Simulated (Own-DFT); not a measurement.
Simulation results for Si₁₂O₂₃ (quartz with two neutral oxygen vacancies, strained, atoms displaced)

A calculation, not a measurement: plane-wave PBE and HSE06 DFT by an unreviewed code, no spin, of a simulated cell at Gamma alone, so results move with cell size and shape, stress positive in tension, energies less offsets, not probed for a lower state with spin; oxygen file: force components 24 meV/angstrom off all-electron in a glass; k mesh not checked against a denser one; forces and stress are PBE's, HSE06 gives the energy alone, and its difference from PBE has offsets of its own; offsets are fitted by least squares, one for each functional and potential file, so energies compare only between cells with the same atoms and settings and are not formation energies; the far tail of each file's local potential was reset to the Coulomb form; each entry is a single point on an unrelaxed cell, so the pressure reflects the starting lattice, mostly measured values (interpolated for alloys), from which strain is counted, and rises with the displacements; printed positions are rounded, which can move forces by about a meV/angstrom; the program, named Own-DFT, is a retired in-house code; no spin-orbit coupling. Program: Own-DFT development build.

Si₁₂O₂₃ (quartz with two neutral oxygen vacancies, strained, atoms displaced)

```xyz
70
Lattice="9.7358 0.0103 0.0551 -4.8590 8.6241 -0.0250 0.0606 0.0032 10.6533" Properties=species:S:1:pos:R:3 Si12O23
Si    -2.4719     8.6165    10.6327
Si    -1.0816     2.0214     3.5933
Si     1.2969     2.2973     1.7790
O      1.3621     1.1476     0.6245
O      2.7320     2.4556     2.4517
O      3.2490     0.5748     4.2278
O     -1.0253     3.1811     4.7186
O      0.3350     1.7346     2.8962
Si     2.3171     0.0050     5.3414
Si    -1.0557     2.0310     8.9190
Si     1.3397     2.2511     7.1169
O      1.4046     1.1162     5.9806
O      2.7908     2.4740     7.7343
O      3.2876     0.6664     9.5034
O     -0.9464     3.1737    10.0120
O      0.3162     1.7328     8.2692
O      0.8550     3.6702     6.5184
Si    -0.1671     4.2895     0.0011
Si    -3.4890     6.2999     3.5343
Si    -1.1102     6.5947     1.7141
O      0.3481     6.8298     2.3412
O      0.8080     4.9962     4.1465
O     -3.4822     7.4617     4.6653
O     -2.0954     6.1064     2.9104
O     -1.6422     8.0051     1.2188
Si    -0.1310     4.3112     5.3045
Si    -3.4769     6.3923     8.8692
Si    -1.0661     6.5779     7.0670
O     -1.0099     5.4928     5.9605
O      0.3887     6.8266     7.6902
O      0.8033     4.9317     9.5712
O     -3.4111     7.4966     9.9631
O     -2.0994     6.1342     8.2384
O     -1.6018     8.0191     6.4700
Si     7.1398     0.0366     0.1016
Si     3.7121     2.0660     3.5188
Si     6.1490     2.2597     1.8157
O      6.2015     1.1735     0.6986
O      7.5923     2.4997     2.4568
O      8.1236     0.5868     4.2443
O      3.8430     3.1614     4.6939
O      5.1969     1.7776     2.9797
O      5.5859     3.6901     1.2104
Si     2.3089     8.6206     5.3931
Si     3.7990     2.0435     8.8521
Si     6.2251     2.2546     7.1668
O      6.3001     1.1043     6.0426
O      7.6680     2.5078     7.7412
O      8.1570     0.6810     9.5283
O      3.8829     3.1576    10.0494
O      5.1456     1.8262     8.2289
O      5.6553     3.6817     6.4697
Si     4.8241     4.3180    10.6511
Si     1.2836     6.3563     3.6244
Si     3.7355     6.6390     1.8191
O      3.8236     5.4877     0.6609
O      5.1570     6.8629     2.4366
O      5.7033     4.9351     4.2198
O      1.3891     7.4409     4.6866
O      2.6985     6.0614     2.9361
O      3.2431     8.0009     1.1018
Si     4.7429     4.3436     5.3257
Si     1.3447     6.3297     8.8554
Si     3.8170     6.5918     7.0872
O      3.8194     5.4702     5.9576
O      5.1930     6.8199     7.7214
O      5.7011     4.9510     9.5608
O      1.4188     7.4788    10.0736
O      2.7965     6.1110     8.2565
O      3.1692     8.0031     6.4912
```

```
first functional                 : PBE
second functional                : HSE06
exact exchange share             : 0.25
screening                        : 0.11 1/bohr
exchange divergence              : Gygi-Baldereschi
potential files                  : PseudoDojo norm-conserving, scalar-relativistic, made for PBE, standard set
wave cutoff                      : 48 hartree
occupations                      : fixed
k mesh                           : 1 x 1 x 1 centred on Gamma
PBE energy of cell above offsets : -19.959 eV
HSE06 less PBE above offsets     : -0.242 eV
PBE pressure                     : 9.83 GPa
PBE stress xx                    : -13.52 GPa
PBE stress yy                    : -5.53 GPa
PBE stress zz                    : -10.43 GPa
PBE stress yz                    : -1.46 GPa
PBE stress xz                    : 1.92 GPa
PBE stress xy                    : -0.9 GPa
```

Force:
```
element  x (eV/Å)  y (eV/Å)  z (eV/Å)
     Si    -0.156     1.276     0.821
     Si    -1.789    -1.296    -1.132
     Si    -1.318     2.201     -3.56
      O     0.254    -0.736    -0.398
      O    -1.651      1.61    -2.864
      O     1.636     2.626    -2.391
      O    -1.222    -1.434    -0.771
      O    -1.038    -0.519     1.875
     Si    -0.324    -1.895    -0.128
     Si    -1.994     0.623    -1.429
     Si    -0.571     0.116     0.031
      O    -1.341     1.033     0.329
      O    -0.776     0.906    -1.021
      O      0.08    -0.976     0.352
      O    -2.477     -1.46    -0.654
      O     2.809    -0.197    -1.279
      O    -1.077     0.894    -1.355
     Si     0.834     1.679     6.265
     Si    -3.643     1.535       0.2
     Si      1.29    -2.754    -1.002
      O     0.536     0.225     0.872
      O    -1.843    -3.793     2.087
      O     0.005     0.017     0.487
      O     2.205    -0.904    -0.813
      O    -0.709     1.429    -1.422
     Si     2.815     0.968     1.626
     Si    -3.792    -2.277    -0.565
     Si    -1.017     2.935     0.943
      O    -0.269    -1.736    -1.647
      O    -0.375     0.297    -0.324
      O     2.045     2.051    -2.783
      O    -0.295     0.952     1.368
      O     2.816    -0.789    -1.064
      O      0.72    -1.313     0.988
     Si    -0.268    -0.583    -3.363
     Si     2.635    -3.202     4.771
     Si    -0.029     2.817     0.591
      O    -0.327     -1.03     -1.56
      O     1.609     0.162     0.963
      O     0.474     1.198    -0.413
      O    -0.708     0.204     0.006
      O    -0.641    -0.579     0.623
      O     1.369    -1.233     1.039
     Si    -0.511    -1.094    -3.834
     Si    -3.186     0.766     3.743
     Si    -0.796     2.103    -2.398
      O     -2.05     1.929     0.632
      O      1.28     0.508     1.163
      O    -1.746    -2.061     2.067
      O    -0.475     -0.46    -0.609
      O     4.077    -1.297    -0.846
      O     1.112    -1.409     1.254
     Si    -2.954     0.086     2.341
     Si     0.446     0.661    -4.752
     Si    -1.276    -1.602    -0.814
      O    -0.071    -0.126    -0.262
      O     2.485    -0.052     1.476
      O     0.835      0.36     -1.05
      O     0.159     3.226     3.047
      O      1.37     0.292    -0.474
      O     1.189    -0.296      1.86
     Si    -0.051    -1.706     0.417
     Si     0.423      0.35     2.825
     Si    -3.402     0.997    -0.537
      O    -0.703     0.284    -0.394
      O     3.466      0.55     1.793
      O      2.68     2.463    -2.916
      O    -0.275    -0.372    -0.962
      O      0.57    -0.514    -0.066
      O     2.921    -2.634      2.99
```
